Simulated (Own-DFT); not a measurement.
# One host, several defects: C40 NbSi2

The numbers are computed, not measured, by runs of the plane-wave DFT program Own-DFT (in-house, retired, unreviewed) at fixed positions, with no spin and no spin-orbit coupling.

All runs used: PBE; PseudoDojo norm-conserving scalar-relativistic files; cutoff 42 hartree; 4 x 4 x 5 k mesh centred on Gamma; cold (Marzari-Vanderbilt) smearing of 0.2 eV.

Keep in mind: forces on such cells failed a check on a denser k mesh; stress not checked against mesh or cutoff.

All runs share one cell, with vectors in Å (0.000, 8.324, 0.000); (-9.613, 0.000, 0.000); (0.000, 0.000, 6.586) and a volume of 527.0 Å³. The atoms are randomly displaced, by u rms on each axis. The defect's site can differ from row to row.

```
                    cell   formula   u (Å)  P (GPa)
               no defect  Nb12Si24  0.0184     1.50
               no defect  Nb12Si24  0.0444     2.41
               no defect  Nb12Si24  0.0491     2.50
          one Si vacancy  Nb12Si23  0.0317     0.95
          one Si vacancy  Nb12Si23  0.0528     1.62
          one Si vacancy  Nb12Si23  0.0554     1.87
two Nb on a Si site each  Nb14Si22  0.0343     7.77
two Nb on a Si site each  Nb14Si22  0.0472     8.45
two Nb on a Si site each  Nb14Si22  0.0594     8.83
two Si on a Nb site each  Nb10Si26  0.0256     1.50
two Si on a Nb site each  Nb10Si26  0.0272     1.59
two Si on a Nb site each  Nb10Si26  0.0549     3.10
        two Nb vacancies  Nb10Si24  0.0259    -0.16
        two Nb vacancies  Nb10Si24  0.0322     0.25
        two Nb vacancies  Nb10Si24  0.0514     0.57
        two Nb vacancies  Nb10Si24  0.0516        ?
```

## Worked fit

P = P0 + c u² + a shift for each defect gives P0 = 1.36 GPa, c = 491 ± 49 GPa/Å² and a scatter of 0.18 GPa. The shifts, and each times the cell's volume:

- two Nb on a Si site each: 5.85 ± 0.15 GPa, 19.2 eV (9.6 eV for each of its 2 sites)
- two Si on a Nb site each: -0.02 ± 0.15 GPa, -0.1 eV (0.0 eV for each of its 2 sites) (not resolved)
- one Si vacancy: -1.00 ± 0.15 GPa, -3.3 eV
- two Nb vacancies: -1.86 ± 0.15 GPa, -6.1 eV (-3.1 eV for each of its 2 sites)

Against the defect-free cell, a freed cell would be larger where the shift is positive and smaller where it is negative (160.2 GPa Å³ is 1 eV). The atoms around the defects weren't relaxed, which would change these numbers.

## Test on the hidden row

Question: what pressure belongs in the blank (two Nb vacancies, u = 0.0516 Å)?

The fitted form gives 0.81 ± 0.21 GPa. Computed: 0.85 GPa.
